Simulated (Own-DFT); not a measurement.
# What a defect does to the pressure of its cell: C11b WSi2

No measurement is shown. These are fixed-geometry runs of a retired plane-wave code named Own-DFT, which no person has reviewed; spin and spin-orbit coupling are neglected.

All runs used: PBE; PseudoDojo norm-conserving scalar-relativistic files; cutoff 50 hartree; 5 x 5 x 5 k mesh centred on Gamma; cold (Marzari-Vanderbilt) smearing of 0.2 eV.

Keep in mind: forces on such cells failed a check on a denser k mesh; stress not checked against mesh or cutoff.

All runs share one cell, with vectors in Å (-2.148, -5.953, 3.409); (-6.444, 2.976, 1.136); (-2.553, -2.948, -6.757) and a volume of 403.2 Å³. The atoms are randomly displaced, by u rms on each axis. The defect's site can differ from row to row.

| cell | formula | u (Å) | P (GPa) |
|---|---|---|---|
| no defect | Si20W10 | 0.0195 | 4.39 |
| no defect | Si20W10 | 0.0200 | 4.45 |
| no defect | Si20W10 | 0.0532 | 6.17 |
| one Si vacancy | Si19W10 | 0.0284 | 3.35 |
| one Si vacancy | Si19W10 | 0.0299 | 3.43 |
| one Si vacancy | Si19W10 | 0.0501 | 4.86 |
| one W on a Si site | Si19W11 | 0.0293 | 9.65 |
| one W on a Si site | Si19W11 | 0.0319 | 9.74 |
| one W on a Si site | Si19W11 | 0.0490 | 11.33 |
| one Si on a W site | Si21W9 | 0.0277 | 6.18 |
| one Si on a W site | Si21W9 | 0.0281 | 6.30 |
| one Si on a W site | Si21W9 | 0.0508 | 7.22 |
| one Si on a W site | Si21W9 | 0.0583 | ? |

## Analysis

P = P0 + c u² + a shift for each defect gives P0 = 4.08 GPa, c = 770 ± 71 GPa/Å² and a scatter of 0.22 GPa. The shifts, and each times the cell's volume:

- one W on a Si site: 5.07 ± 0.18 GPa, 12.8 eV
- one Si on a W site: 1.43 ± 0.18 GPa, 3.6 eV
- one Si vacancy: -1.28 ± 0.18 GPa, -3.2 eV

Positive is outwards. The product with the volume (160.2 GPa Å³ to the eV) is nearly free of the cell's size; divided by the bulk modulus at the cell's pressure it gives the volume that the defect adds. The atoms around the defects weren't relaxed, which would change these numbers.

## Test on the hidden row

Question: what pressure belongs in the blank (one Si on a W site, u = 0.0583 Å)?

Estimate: 8.12 ± 0.29 GPa. Computed: 8.18 GPa.
